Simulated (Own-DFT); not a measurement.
# From a pressure shift to a lattice shift: L1_0 TiAl, 32 atoms (Al16Ti16)

The numbers are computed, not measured, by runs of the plane-wave DFT program Own-DFT (in-house, retired, unreviewed) at fixed positions, with no spin and no spin-orbit coupling.

Limits: forces on such cells failed a check on a denser k mesh; stress not checked against mesh or cutoff.

Each geometry was run with PBE and with PBEsol, otherwise alike: PseudoDojo norm-conserving scalar-relativistic files made for PBE; cutoff 42 hartree; 4 x 4 x 4 k mesh centred on Gamma; cold (Marzari-Vanderbilt) smearing of 0.2 eV. Unstrained cell vectors in Å: (5.622, 5.621, 0.000); (-5.621, 5.622, 0.000); (0.000, 0.000, 8.133). Each has a uniform strain, of which the change of volume is shown, and random moves of rms u per axis.

| run | volume change (%) | u (Å) | P with PBE (GPa) | P with PBEsol (GPa) |
|---|---|---|---|---|
| 1 | 1.65 | 0.0438 | -0.31 | -3.08 |
| 2 | 0.62 | 0.0477 | 1.08 | -1.74 |
| 3 | -1.40 | 0.0509 | 3.89 | 0.98 |
| 4 | -2.98 | 0.0516 | 5.71 | 2.73 |
| 5 | 2.38 | 0.0474 | -0.77 | -3.51 |
| 6 | -1.55 | 0.0494 | 3.82 | 0.90 |
| 7 | 1.21 | 0.0489 | 0.46 | -2.33 |
| 8 | -2.98 | 0.0528 | 5.69 | 2.71 |
| 9 | 2.46 | 0.0483 | -0.91 | -3.65 |
| 10 | -1.45 | 0.0599 | 4.24 | 1.33 |
| 11 | -1.38 | 0.0530 | 3.80 | 0.89 |
| 12 | -1.99 | 0.0448 | 4.18 | ? |

The question: by how much does PBEsol shrink this cell, and what belongs in the blank?

## Working it out

Write v for the change of volume as a fraction. Fitted to v and u², the PBE pressure has a slope of -119 ± 2 GPa in v, with the ions held to the strained lattice. The difference PBEsol less PBE is -2.85 + 4.5 v GPa (slope ± 0.04) and averages -2.86 GPa. Divided by the mean slope of the two, 117 GPa, that makes PBEsol's volume at a given pressure, near 1 GPa, about 2.5 % smaller, or 0.82 % in lengths. At one volume PBEsol's slope is the smaller by 4 GPa, but its pressure there is lower too. If stiffness rises by about 4 GPa for each GPa, PBEsol at equal pressure is stiffer by about 7 GPa. Files made for PBEsol would give a different shift.

For run 12 the line gives 1.24 GPa. The calculation gave 1.24 GPa.
